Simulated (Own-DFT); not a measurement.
# Strain and stress in beta-Si3N4, 112 atoms (N64Si48)

Calculated results; nothing here was measured. The program, named Own-DFT, is a retired in-house plane-wave density functional code that no person has reviewed. Each row is one single-point run on a periodic cell that was not relaxed, without spin or spin-orbit coupling.

Settings of every run: PBE; PseudoDojo norm-conserving scalar-relativistic files; cutoff 42 hartree; 2 x 2 x 4 k mesh centred on Gamma; Fermi-Dirac smearing of 0.1 eV.

Known limits: forces on such cells moved up to 12 meV/angstrom on a denser k mesh; stress not checked against mesh or cutoff.

Unstrained cell vectors in Å: (15.212, 0.000, 0.000); (-7.606, 13.174, 0.000); (0.000, 0.000, 5.818). The unstrained cell has measured lattice constants (interpolated for alloys), not those of this functional. That, the random moves and any unrelaxed bonds set the pressure at no strain. Each run strains this cell uniformly, with the atoms carried along. Every atom was also moved at random, by a Gaussian of width 0.05 Å on each axis. Strain is the symmetric tensor, in per cent. Stress is positive in tension, and the pressure is minus a third of its trace.

```
run,e_xx (%),e_yy (%),e_zz (%),e_yz (%),e_xz (%),e_xy (%),s_xx (GPa),s_yy (GPa),s_zz (GPa),s_yz (GPa),s_xz (GPa),s_xy (GPa),P (GPa),E (meV/atom)
1,-1.57,1.42,-1.21,-1.71,-1.55,1.10,-15.84,-0.41,-21.55,-5.43,-5.36,5.03,12.60,26.1
2,1.92,-1.61,1.67,0.79,-1.26,-1.87,1.87,-14.32,-0.22,3.04,-5.57,-7.20,4.23,19.3
3,-1.18,1.86,0.88,-1.87,0.11,-0.81,-10.32,2.50,-6.78,-5.45,-1.50,-3.25,4.87,22.9
4,-0.73,0.12,1.82,0.72,-1.31,-0.60,-9.23,-6.49,1.19,2.31,-4.00,-3.28,4.84,3.6
5,-0.35,0.13,-0.88,-1.16,0.73,-1.12,-11.36,-7.49,-16.95,-5.66,2.00,-5.24,11.93,19.2
6,-1.62,0.22,-1.74,-1.40,-0.04,1.03,-15.83,-11.55,-25.36,-4.56,-0.75,5.48,17.58,32.8
7,-0.85,1.49,-2.00,1.99,-1.73,0.99,-10.87,-3.62,-25.01,5.59,-5.15,3.36,13.17,42.4
8,1.52,-0.44,-0.20,-1.31,0.18,-1.21,1.45,-9.15,-12.72,-5.90,-1.45,-5.86,6.81,19.8
9,-0.38,-1.30,-1.85,1.07,-0.56,1.30,-13.57,-16.43,-27.00,2.37,-2.80,4.52,19.00,43.8
10,1.34,-0.62,0.09,-1.40,-0.89,-0.93,-1.18,-8.77,-9.81,-5.21,-2.46,-4.59,6.59,4.2
11,1.27,-1.66,-0.12,1.23,-1.45,1.32,-1.93,-16.27,-11.45,5.33,-4.15,2.90,9.88,6.8
12,0.93,0.72,0.41,1.65,1.97,-0.56,-0.78,-3.84,-6.20,4.61,6.07,-1.83,3.61,8.6
13,0.95,-0.18,-1.13,-0.19,-0.35,-1.44,-1.84,-9.44,-17.92,-1.12,-0.27,-6.92,9.74,5.2
14,1.34,-1.62,-1.03,-1.88,-0.15,1.91,-3.35,-13.88,-20.31,-9.17,1.41,7.48,12.52,19.2
15,0.97,-0.74,-1.99,1.27,1.15,0.79,-7.52,-9.88,-25.12,5.75,4.37,0.98,14.18,19.0
16,-0.69,0.80,0.09,0.82,-1.72,0.40,-9.85,-3.75,-8.94,3.89,-4.87,1.40,7.51,0.0
17,0.23,-1.67,0.83,0.33,-1.08,1.07,-8.95,-15.37,-5.79,0.29,-3.16,2.71,10.04,12.3
18,0.71,-0.67,-1.85,-1.13,-0.43,-0.96,?,?,?,?,?,?,?,?
```

E is the free energy for each atom above the lowest run shown.

## Worked fit

Each stress component was fitted by least squares to a constant and the strains of the runs shown, as fractions, with shears doubled. Shear strains stay in the fit of a normal stress only where such slopes are resolved. The slopes, in GPa:

| stress | at no strain | per e_xx | per e_yy | per e_zz | scatter |
|---|---|---|---|---|---|
| s_xx | -7.4 | 560 ± 37 | 168 ± 36 | 92 ± 26 | 1.23 |
| s_yy | -7.7 | 97 ± 43 | 527 ± 42 | 63 ± 30 | 1.43 |
| s_zz | -11.5 | 98 ± 36 | 81 ± 35 | 713 ± 25 | 1.20 |

Each shear stress against twice its own strain: yz 180 ± 13, xz 153 ± 14, xy 200 ± 15 GPa. These are stiffnesses along x, y and z of the frame in which the cell vectors are given, which need not be the crystal's axes. The atoms are held to the strained lattice; where symmetry lets them move under strain, relaxing them would lower some slopes. The table should be nearly symmetric about its diagonal, and what it lacks of that shows the noise. A ninth of its sum, 267 ± 7 GPa, estimates the bulk modulus near the mean pressure of these runs, 9.9 GPa, so it lies above the value at zero pressure.

## Withheld run

Question: what normal stresses and pressure should run 18 give?

The fit gives s_xx = -6.2, s_yy = -11.7, s_zz = -24.5 and P = 14.2 GPa. The calculation gave -7.34, -12.30, -21.72 and P = 13.79 GPa.
